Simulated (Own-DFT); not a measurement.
# Point defects and the pressure they add: zincblende GaAs

Source: density functional calculations with Own-DFT, an unreviewed in-house program that is no longer used. Nothing was measured or relaxed, and spin and spin-orbit coupling are left out.

Method: PBE; PseudoDojo norm-conserving scalar-relativistic files; cutoff 42 hartree; 3 x 3 x 3 k mesh centred on Gamma; Fermi-Dirac smearing of 0.1 eV.

Known weak points (not all hold for every row): not probed for a lower state with spin; forces on such cells failed a check on a denser k mesh; forces not confirmed at this smearing and k mesh; forces on such cells passed a denser k mesh, each cell not checked; stress not checked against mesh or cutoff.

All runs share one cell, with vectors in Å (11.307, 0.000, 0.000); (0.000, 11.307, 0.000); (0.000, 0.000, 11.307) and a volume of 1445.4 Å³. u is the rms random offset of the atoms per axis. The defect's site can differ from row to row.

| cell | formula | u (Å) | P (GPa) |
|---|---|---|---|
| no defect | As32Ga32 | 0.0192 | 3.51 |
| no defect | As32Ga32 | 0.0202 | 3.51 |
| no defect | As32Ga32 | 0.0481 | 3.86 |
| one In on a Ga site | As32Ga31In | 0.0302 | 4.28 |
| one In on a Ga site | As32Ga31In | 0.0336 | 4.34 |
| one In on a Ga site | As32Ga31In | 0.0479 | 4.57 |
| two As on a Ga site each | As34Ga30 | 0.0299 | 4.79 |
| two As on a Ga site each | As34Ga30 | 0.0317 | 4.82 |
| two As on a Ga site each | As34Ga30 | 0.0328 | 4.85 |
| one As on a Ga site | As33Ga31 | 0.0296 | 4.23 |
| one As on a Ga site | As33Ga31 | 0.0512 | 4.60 |
| one As on a Ga site | As33Ga31 | 0.0515 | 4.51 |
| two Ga vacancies | As32Ga30 | 0.0284 | 2.92 |
| two Ga vacancies | As32Ga30 | 0.0307 | ? |
| two Ga vacancies | As32Ga30 | 0.0311 | 2.94 |
| two Ga vacancies | As32Ga30 | 0.0316 | 2.83 |

## Analysis

P = P0 + c u² + a shift for each defect gives P0 = 3.43 GPa, c = 188 ± 17 GPa/Å² and a scatter of 0.04 GPa. The shifts, and each times the cell's volume:

- two As on a Ga site each: 1.20 ± 0.03 GPa, 10.8 eV (5.4 eV for each of its 2 sites)
- one In on a Ga site: 0.69 ± 0.03 GPa, 6.2 eV
- one As on a Ga site: 0.63 ± 0.04 GPa, 5.6 eV
- two Ga vacancies: -0.71 ± 0.03 GPa, -6.4 eV (-3.2 eV for each of its 2 sites)

Positive is outwards. The product with the volume (160.2 GPa Å³ to the eV) is nearly free of the cell's size; divided by the bulk modulus at the cell's pressure it gives the volume that the defect adds. The atoms around the defects weren't relaxed, which would change these numbers.

## Check

The question: what pressure belongs in the blank (two Ga vacancies, u = 0.0307 Å)?

From the fit: 2.90 ± 0.05 GPa. DFT gave 2.96 GPa.
